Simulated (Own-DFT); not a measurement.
# One host, several defects: 2H SiC

Calculated, not measured: single-point runs of Own-DFT, a retired in-house plane-wave DFT program that no person has reviewed, on unrelaxed cells, without spin or spin-orbit coupling.

Method: PBE; PseudoDojo norm-conserving scalar-relativistic files; cutoff 42 hartree; 4 x 4 x 3 k mesh centred on Gamma; Fermi-Dirac smearing of 0.1 eV.

Limits (not all hold for every row): a neutral cation vacancy leaves holes that likely carry spin, which these runs leave out; some atoms lie very close together; not probed for a lower state with spin; forces on such cells moved up to 12 meV/angstrom on a denser k mesh; forces on such cells passed a denser k mesh, each cell not checked; stress not checked against mesh or cutoff.

All runs share one cell, with vectors in Å (9.248, 0.000, 0.000); (-4.624, 8.009, 0.000); (0.000, 0.000, 10.068) and a volume of 745.7 Å³. The atoms are randomly displaced, by u rms on each axis. The defect's site can differ from row to row.

| cell | formula | u (Å) | P (GPa) |
|---|---|---|---|
| no defect | C36Si36 | 0.0297 | 3.89 |
| no defect | C36Si36 | 0.0314 | 3.89 |
| no defect | C36Si36 | 0.0583 | 5.85 |
| one Si on a C site | C35Si37 | 0.0331 | 10.60 |
| one Si on a C site | C35Si37 | 0.0495 | 11.63 |
| one Si on a C site | C35Si37 | 0.0509 | 11.85 |
| one C on a Si site and one Si on a C site | C36Si36 | 0.0294 | ? |
| one C on a Si site and one Si on a C site | C36Si36 | 0.0308 | 7.67 |
| one C on a Si site and one Si on a C site | C36Si36 | 0.0498 | 9.11 |
| one C on a Si site and one Si on a C site | C36Si36 | 0.0530 | 8.41 |
| one Si vacancy | C36Si35 | 0.0475 | 4.59 |
| one Si vacancy | C36Si35 | 0.0492 | 4.53 |
| one Si vacancy | C36Si35 | 0.0544 | 5.44 |
| one Al on a Si site and one N on a C site | AlC35NSi35 | 0.0301 | 4.12 |
| one Al on a Si site and one N on a C site | AlC35NSi35 | 0.0328 | 4.26 |
| one Al on a Si site and one N on a C site | AlC35NSi35 | 0.0518 | 5.24 |

## Analysis

P = P0 + c u² + a shift for each defect gives P0 = 3.27 GPa, c = 727 ± 87 GPa/Å² and a scatter of 0.27 GPa. The shifts, and each times the cell's volume:

- one Si on a C site: 6.61 ± 0.22 GPa, 30.8 eV
- one C on a Si site and one Si on a C site: 3.62 ± 0.22 GPa, 16.8 eV
- one Al on a Si site and one N on a C site: 0.15 ± 0.22 GPa, 0.7 eV (not resolved)
- one Si vacancy: -0.26 ± 0.23 GPa, -1.2 eV (not resolved)

Positive is outwards. The product with the volume (160.2 GPa Å³ to the eV) is nearly free of the cell's size; divided by the bulk modulus at the cell's pressure it gives the volume that the defect adds. The atoms around the defects weren't relaxed, which would change these numbers.

## Withheld run

Question: what pressure belongs in the blank (one C on a Si site and one Si on a C site, u = 0.0294 Å)?

The fitted form gives 7.51 ± 0.33 GPa. DFT gave 7.72 GPa.
